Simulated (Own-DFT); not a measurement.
# Energy and forces against displacement in grey tin, 64 atoms (Sn64)

Calculated results; nothing here was measured. The program, named Own-DFT, is a retired in-house plane-wave density functional code that no person has reviewed. Each row is one single-point run on a periodic cell that was not relaxed, without spin or spin-orbit coupling.

Settings of every run: PBE; PseudoDojo norm-conserving scalar-relativistic files; cutoff 42 hartree; 3 x 3 x 3 k mesh centred on Gamma; cold (Marzari-Vanderbilt) smearing of 0.2 eV.

Known limits: forces on such cells moved up to 12 meV/angstrom on a denser k mesh; stress not checked against mesh or cutoff.

Cell vectors in Å: (12.978, 0.000, 0.000); (0.000, 12.978, 0.000); (0.000, 0.000, 12.978). In each run every atom was moved at random and independently from its ideal site; u is the rms move along one axis. E is the free energy for each atom above the fitted value at u = 0, and F the rms of the force components.

| run | u (Å) | E (meV/atom) | F (eV/Å) | largest force (eV/Å) | P (GPa) |
|---|---|---|---|---|---|
| 1 | 0.0195 | 4.6 | 0.216 | 0.82 | 3.38 |
| 2 | 0.0195 | 4.7 | 0.219 | 0.78 | 3.38 |
| 3 | 0.0493 | 27.1 | 0.494 | 1.53 | 3.58 |
| 4 | 0.0495 | 32.1 | 0.555 | 1.93 | 3.63 |
| 5 | 0.0519 | 32.7 | 0.552 | 1.66 | 3.63 |
| 6 | 0.0925 | ? | ? | ? | ? |
| 7 | 0.1065 | 142.0 | 1.193 | 4.16 | 4.63 |
| 8 | 0.1500 | 309.7 | 2.234 | 11.82 | 6.22 |

## Worked fit

For small independent moves the energy grows as E = (3/2) K u², with K the mean stiffness felt by one atom. The runs with u up to 0.11 Å give K = 8.2 ± 0.3 eV/Å², with residuals divided by u² + 0.0006 Å², since the noise grows with the moves. The scatter is 1.8 meV/atom at u = 0.05 Å. The forces follow F = G u with G = 10.9 eV/Å²; no force at u = 0 is resolved. G exceeds K because the moves of its neighbours add to the force on an atom, and stiffness differs between atoms. At u = 0.150 Å the parabola gives 276 meV/atom and the run 310. The pressure follows P = 3.33 + 115 u² GPa: at fixed volume, shortened bonds push harder than stretched ones pull.

## Withheld run

Question: what energy and rms force should run 6 give?

The fit gives 105 ± 6 meV/atom and about 1.01 eV/Å. The calculation gave 111.2 meV/atom and 1.063 eV/Å.
